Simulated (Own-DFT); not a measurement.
Simulation results for HfO$_{2}$ (monoclinic hafnia, atoms displaced)

A calculation, not a measurement: plane-wave PBE density functional theory by an unreviewed code, no spin, of a simulated periodic cell, stress positive in tension, free energy of the whole cell less one offset for each atom, some atoms lie very close together; hafnium file: forces about 75 meV/angstrom off all-electron values; oxygen file: force components 24 meV/angstrom off all-electron in one glass; forces on such cells passed a denser k mesh, this cell's mesh not checked; offsets are fitted by least squares, one for each functional and potential file, so energies compare only between cells with the same atoms and settings and are not formation energies; the far tail of each file's local potential was reset to the Coulomb form; each entry is a single point on an unrelaxed cell, so the pressure reflects the starting lattice, mostly measured values, from which strain is counted, and rises with the displacements; printed positions are rounded, which can move forces by about a meV/angstrom; the program is a retired in-house code; no spin-orbit coupling; before rounding, a Quantum ESPRESSO 7.3.1 run of the same cell and cutoff gave forces within 1 meV/angstrom rms on each cell, which checks the program and not the settings. Program: Own-DFT development build.

Common to all runs: functional PBE; potential files PseudoDojo norm-conserving, scalar-relativistic, standard set; wave cutoff 72 hartree; occupations Fermi-Dirac; smearing width 0.1 eV; k mesh 2 x 2 x 2 centred on Gamma.

(1) HfO$_{2}$ (monoclinic hafnia, atoms displaced)

```
cell vectors (Å)
  10.2340     0.0000     0.0000
   0.0000    10.3500     0.0000
  -1.6955     0.0000    10.4453
atoms (fractions of the cell vectors)
Hf  0.11775  0.00744  0.09243
Hf  0.36494  0.27100  0.16091
Hf  0.35956  0.47334  0.40340
Hf  0.13705  0.22689  0.34884
O   0.03449  0.16769  0.18418
O   0.46769  0.41104  0.08230
O   0.47864  0.33195  0.32472
O   0.03721  0.08229  0.42628
O   0.22660  0.37745  0.25073
O   0.27251  0.13369  0.01214
O   0.28349  0.11650  0.27072
O   0.22183  0.36129  0.49087
Hf  0.13731  0.02961  0.60515
Hf  0.35719  0.26253  0.64878
Hf  0.36876  0.48325  0.90032
Hf  0.12265  0.22899  0.84451
O   0.05181  0.16174  0.67289
O   0.46505  0.42383  0.57964
O   0.47795  0.33155  0.83298
O   0.03842  0.08836  0.92390
O   0.23303  0.35895  0.74361
O   0.28256  0.13784  0.53245
O   0.26690  0.12376  0.75704
O   0.22871  0.36370  0.99468
Hf  0.14574  0.51749  0.10319
Hf  0.34952  0.76524  0.14352
Hf  0.36644  0.97660  0.39666
Hf  0.12464  0.74062  0.35671
O   0.03717  0.67244  0.16569
O   0.45599  0.91657  0.08528
O   0.45738  0.82418  0.32801
O   0.03454  0.57995  0.43344
O   0.22825  0.88086  0.24921
O   0.28521  0.63843  0.02022
O   0.27064  0.61822  0.24911
O   0.23950  0.87450  0.49316
Hf  0.15911  0.51697  0.61919
Hf  0.35409  0.76840  0.65777
Hf  0.36444  0.96882  0.89515
Hf  0.13980  0.73305  0.84333
O   0.02071  0.66498  0.66422
O   0.46309  0.91051  0.57997
O   0.47363  0.83063  0.82951
O   0.04100  0.58058  0.92596
O   0.24044  0.87443  0.73652
O   0.26978  0.62238  0.51857
O   0.28019  0.61825  0.76398
O   0.22582  0.85875  0.98339
Hf  0.63646  0.01884  0.09974
Hf  0.87053  0.28301  0.14065
Hf  0.87861  0.48847  0.40480
Hf  0.63733  0.23207  0.36243
O   0.52937  0.16456  0.16947
O   0.95707  0.41196  0.06709
O   0.95787  0.32236  0.33321
O   0.54117  0.08525  0.41852
O   0.72561  0.37515  0.23623
O   0.76605  0.12200  0.00248
O   0.75804  0.11927  0.26634
O   0.72341  0.36062  0.48864
Hf  0.64034  0.01831  0.61074
Hf  0.86627  0.27848  0.62950
Hf  0.87692  0.48060  0.90504
Hf  0.62259  0.22643  0.84620
O   0.54384  0.16427  0.67333
O   0.96426  0.42375  0.58827
O   0.96122  0.33819  0.83222
O   0.53300  0.08411  0.91844
O   0.74182  0.37103  0.74072
O   0.77172  0.13654  0.51208
O   0.75418  0.13272  0.76565
O   0.72905  0.35363  0.99415
Hf  0.64004  0.52491  0.10244
Hf  0.86046  0.76357  0.14886
Hf  0.87439  0.97973  0.40905
Hf  0.63439  0.73438  0.36021
O   0.52644  0.67779  0.17149
O   0.96941  0.93918  0.06467
O   0.96290  0.84199  0.33624
O   0.52854  0.59501  0.41361
O   0.73193  0.88679  0.24345
O   0.76863  0.61436  0.00063
O   0.77936  0.61272  0.25226
O   0.73631  0.87977  0.49917
Hf  0.64221  0.52245  0.61239
Hf  0.85058  0.76518  0.63473
Hf  0.86052  0.97940  0.89885
Hf  0.62244  0.73740  0.84810
O   0.54585  0.66993  0.68234
O   0.97205  0.91810  0.58662
O   0.98089  0.82293  0.84453
O   0.53725  0.57947  0.93688
O   0.71845  0.87762  0.74151
O   0.78404  0.63535  0.50980
O   0.78251  0.63264  0.75782
O   0.72361  0.87144  0.97797
```

* free energy of cell above offsets: -80.169 eV
* pressure: 11.85 GPa
* stress xx: -14.32 GPa
* stress yy: -11.14 GPa
* stress zz: -10.08 GPa
* stress yz: -0.93 GPa
* stress xz: -1.65 GPa
* stress xy: -0.09 GPa

Force:
```csv
element,x (eV/Å),y (eV/Å),z (eV/Å)
Hf,13.18,6.953,3.728
Hf,0.784,-2.362,-3.397
Hf,1.371,0.758,-1.289
Hf,0.367,-0.49,0.918
O,0.536,-1.278,-1.843
O,-0.117,1.208,-0.669
O,-3.489,3.037,1.53
O,1.104,0.538,0.295
O,-0.602,0.509,-0.251
O,-0.052,-1.161,-0.45
O,-0.884,1.061,0.392
O,0.046,1.864,0.902
Hf,2.881,-3.177,-0.612
Hf,2.918,1.132,1.426
Hf,0.294,-3.396,2.419
Hf,2.967,0.619,3.992
O,-5.09,3.357,-0.75
O,-0.119,-0.226,0.322
O,-4.751,3.963,-0.965
O,-1.901,-1.022,-1.097
O,-0.923,3.625,-0.159
O,-0.772,-3.131,-4.061
O,1.69,-1.949,1.612
O,-0.646,2.284,-0.074
Hf,0.83,-0.321,-0.362
Hf,1.971,2.708,2.715
Hf,1.394,0.267,-0.123
Hf,3.35,-0.918,0.293
O,-1.054,0.73,0.805
O,0.784,0.399,-1.553
O,0.747,0.935,1.173
O,3.072,2.264,-0.803
O,-1.981,-0.688,-1.062
O,-1.163,-4.071,-3.629
O,-0.707,-0.639,2.2
O,-2.369,-1.41,-0.252
Hf,-3.43,-1.047,-1.456
Hf,4.036,-0.175,-4.994
Hf,-0.636,4.306,2.649
Hf,-1.888,-1.054,1.616
O,3.165,-0.782,0.616
O,1.042,0.187,0.862
O,-4.564,2.389,-0.302
O,1.856,0.79,0.008
O,-2.8,1.293,1.402
O,0.846,0.787,-0.471
O,0.099,-0.531,-0.031
O,-0.71,1.571,-0.012
Hf,-0.843,2.048,1.879
Hf,-5.268,-4.375,2.06
Hf,-3.697,-3.432,-1.871
Hf,2.671,-2.022,-2.999
O,0.16,-0.463,-0.257
O,4.585,2.59,2.299
O,0.693,1.498,0.612
O,-1.722,-1.99,1.396
O,0.378,1.049,0.022
O,1.531,-0.563,1.422
O,1.871,-0.721,-0.167
O,0.742,3.611,1.418
Hf,-0.213,1.117,-0.775
Hf,-2.602,-1.987,2.882
Hf,-4.138,0.67,-3.732
Hf,4.822,-0.274,3.856
O,-3.449,0.783,-2.133
O,1.889,1.08,-0.644
O,2.118,-1.869,-1.304
O,-2.07,-2.393,0.264
O,-1.634,2.604,-1.465
O,1.328,-1.514,1.111
O,4.858,-3.574,-1.327
O,-0.384,1.869,-0.804
Hf,-0.962,-2.655,2.198
Hf,-1.831,-0.1,-1.107
Hf,-4.15,3.332,-1.43
Hf,-0.789,0.723,-2.504
O,2.492,-1.324,0.209
O,-10.69,-7.461,1.196
O,1.344,-2.447,-1.798
O,-0.069,-1.644,1.839
O,0.386,-1.994,-0.555
O,1.116,2.387,1.474
O,0.534,2.063,0.684
O,-1.22,-1.002,-1.21
Hf,0.708,-1.364,-0.197
Hf,1.409,1.466,4.09
Hf,-1.761,1.859,-3.518
Hf,6.938,-3.701,2.979
O,-1.85,-1.013,-2.32
O,-0.082,-0.361,0.279
O,-2.419,1.976,-0.671
O,-0.985,1.302,-2.706
O,1.082,0.31,-0.169
O,-1.555,-1.785,-1.719
O,-0.413,-1.248,-0.171
O,0.456,-0.769,2.173
```

(2) HfO$_{2}$ (monoclinic hafnia, atoms displaced)

```
cell vectors (Å)
  10.2340     0.0000     0.0000
   0.0000    10.3500     0.0000
  -1.6955     0.0000    10.4453
atoms (fractions of the cell vectors)
Hf  0.14603  0.01110  0.10618
Hf  0.35663  0.25518  0.14323
Hf  0.36238  0.47694  0.38300
Hf  0.15132  0.22652  0.34572
O   0.01011  0.17401  0.18039
O   0.44798  0.42275  0.07790
O   0.44744  0.32700  0.31765
O   0.05105  0.08903  0.42474
O   0.21176  0.38256  0.25517
O   0.28824  0.15027  0.03301
O   0.27940  0.12687  0.24674
O   0.22782  0.38488  0.49201
Hf  0.13370  0.04793  0.59462
Hf  0.36427  0.25570  0.65137
Hf  0.38625  0.48471  0.89765
Hf  0.13118  0.25095  0.85491
O   0.03948  0.16052  0.67569
O   0.46660  0.41785  0.55430
O   0.48189  0.35158  0.84109
O   0.02550  0.08184  0.91845
O   0.21921  0.38245  0.75096
O   0.27407  0.12268  0.51123
O   0.26700  0.13187  0.75924
O   0.21291  0.35615  0.00067
Hf  0.14541  0.52632  0.08275
Hf  0.35030  0.76457  0.14041
Hf  0.37383  0.97759  0.41455
Hf  0.11894  0.74611  0.34366
O   0.03920  0.66014  0.15753
O   0.45670  0.92834  0.07259
O   0.46351  0.83568  0.33638
O   0.04308  0.56761  0.40478
O   0.19980  0.88319  0.25582
O   0.26626  0.61610  0.01169
O   0.26432  0.60875  0.26769
O   0.23041  0.87742  0.48472
Hf  0.14621  0.50462  0.60385
Hf  0.36896  0.78261  0.65394
Hf  0.36249  0.97107  0.92048
Hf  0.13953  0.73044  0.84607
O   0.05335  0.67457  0.67764
O   0.45601  0.91560  0.56496
O   0.46623  0.81902  0.82170
O   0.02785  0.58729  0.91969
O   0.23359  0.88111  0.72277
O   0.26229  0.62840  0.53801
O   0.27046  0.62127  0.76283
O   0.22080  0.87803  0.99817
Hf  0.65063  0.01478  0.08404
Hf  0.86614  0.25020  0.15681
Hf  0.85981  0.48647  0.40993
Hf  0.64449  0.26054  0.34688
O   0.53083  0.16534  0.16912
O   0.98193  0.42214  0.07436
O   0.96109  0.33336  0.32916
O   0.51782  0.07743  0.43440
O   0.71571  0.39912  0.23862
O   0.77316  0.13510  0.00207
O   0.77660  0.13198  0.25591
O   0.73496  0.36844  0.48877
Hf  0.63762  0.01322  0.61592
Hf  0.85228  0.29611  0.63763
Hf  0.85500  0.48533  0.88937
Hf  0.63335  0.21710  0.83964
O   0.55150  0.16012  0.68313
O   0.95812  0.39491  0.57962
O   0.98511  0.32903  0.82652
O   0.54375  0.08244  0.90341
O   0.73132  0.39698  0.72165
O   0.79666  0.11908  0.53639
O   0.78227  0.11292  0.74013
O   0.71049  0.36382  0.96012
Hf  0.64057  0.52409  0.11808
Hf  0.86883  0.76870  0.16430
Hf  0.85879  0.97336  0.37340
Hf  0.64591  0.73577  0.38310
O   0.53951  0.68271  0.17463
O   0.95192  0.90095  0.04900
O   0.95716  0.86053  0.32007
O   0.53844  0.57954  0.43586
O   0.71807  0.87719  0.26487
O   0.77343  0.61112  0.00172
O   0.76971  0.63333  0.25760
O   0.71073  0.88114  0.48860
Hf  0.63448  0.52127  0.61435
Hf  0.85900  0.76605  0.64390
Hf  0.85265  0.98504  0.89663
Hf  0.64753  0.74392  0.85838
O   0.53852  0.64996  0.65562
O   0.95931  0.91956  0.56481
O   0.96237  0.83149  0.84094
O   0.53701  0.58851  0.92010
O   0.72648  0.87807  0.73839
O   0.77308  0.62603  0.51790
O   0.78104  0.61971  0.76782
O   0.75221  0.86183  0.99260
```

- free energy of cell above offsets: -57.327 eV
- pressure: 18.89 GPa
- stress xx: -19.72 GPa
- stress yy: -17.6 GPa
- stress zz: -19.34 GPa
- stress yz: 0.07 GPa
- stress xz: -0.96 GPa
- stress xy: 0.51 GPa

Force:
```csv
element,x (eV/Å),y (eV/Å),z (eV/Å)
Hf,-3.331,2.422,-1.059
Hf,3.8,11.58,6.069
Hf,-1.004,0.32,2.427
Hf,-1.604,2.76,1.234
O,11.15,-7.608,0.455
O,1.976,1.076,1.052
O,3.496,-0.386,1.968
O,-2.403,-0.008,-3.425
O,0.532,-0.83,-1.771
O,-3.894,-13.03,-11.35
O,-2.689,-2.794,2.339
O,0.201,-3.246,0.132
Hf,-1.158,-6.3,2.47
Hf,-0.525,2.282,-0.442
Hf,-4.553,0.532,-0.008
Hf,6.096,-6.719,1.287
O,-2.603,3,0.398
O,-0.471,-3.013,3.232
O,0.804,-4.093,-3.692
O,1.63,0.318,2.002
O,2.001,-0.182,-1.265
O,2.786,3.49,-0.097
O,2.869,-0.348,0.875
O,0.769,2.367,0.428
Hf,-5.604,-6.655,5.091
Hf,2.156,-1.845,4.39
Hf,-5.131,-0.357,-7.258
Hf,3.915,-4.326,4.673
O,-2.866,3.976,2.182
O,2.455,-2.063,3.821
O,0.03,-1.677,-1.972
O,-2.315,1.155,0.944
O,1.996,0.994,-3.805
O,5.905,5.984,-2.36
O,0.709,4.128,-1.828
O,-2.148,-2.071,0.328
Hf,0.01,2.733,0.744
Hf,-3.219,-4.353,-4.362
Hf,-0.763,3.866,-8.243
Hf,-1.703,-0.6,-0.608
O,-3.45,-0.381,-2.237
O,3.445,-1.83,6.962
O,0.62,2.375,3.588
O,1.072,0.967,-1.45
O,-1.405,1.083,3.144
O,1.715,1.378,-1.969
O,1.482,-0.439,1.734
O,0.32,-1.221,-0.044
Hf,-2.398,2.297,2.938
Hf,-5.463,10.54,-3.626
Hf,4.04,-0.588,-3.55
Hf,-3.356,-4.013,-0.577
O,3.006,-1.35,-0.411
O,-3.287,-1.741,-0.69
O,-1.263,0.4,0.796
O,6.197,5.076,0.519
O,0.647,-2.578,2.388
O,-0.377,-2.031,0.449
O,-1.9,-2.296,0.844
O,-2.328,1.151,-1.693
Hf,2.88,1.729,-4.026
Hf,-3.152,-13.3,5.001
Hf,1.441,-2.899,3.498
Hf,4.612,5.469,4.415
O,-4.874,1.02,-4.757
O,8.61,8.612,-4.019
O,-9.975,5.877,-1.974
O,-2.836,-4.363,2.891
O,0.078,-2.79,3.705
O,-1.653,0.903,-3.774
O,-1.286,0.571,4.009
O,1.252,1.166,1.875
Hf,-1.856,1.886,-4.811
Hf,0.067,-2.355,-5.367
Hf,-6.065,10.69,9.869
Hf,-4.112,-1.373,-4.263
O,-1.428,-0.223,-0.792
O,3.621,0.964,5.966
O,7.222,-7.339,-3.315
O,1.107,1.511,-3.214
O,-0.055,0.537,-4.347
O,-0.768,2.142,2.229
O,0.825,-0.437,1.963
O,1.079,-0.531,1.695
Hf,-0.11,-1.854,-4.273
Hf,3.776,2.426,2.052
Hf,4.762,1.256,-3.877
Hf,0.525,-4.504,-0.407
O,-3.701,6.517,3.821
O,-0.745,-2.018,-0.146
O,0.187,-0.456,-2.608
O,1.871,2.279,0.433
O,-0.884,-1.394,0.846
O,1.38,0.336,0.221
O,-0.584,2.898,-1.68
O,-5.825,-0.244,1.052
```
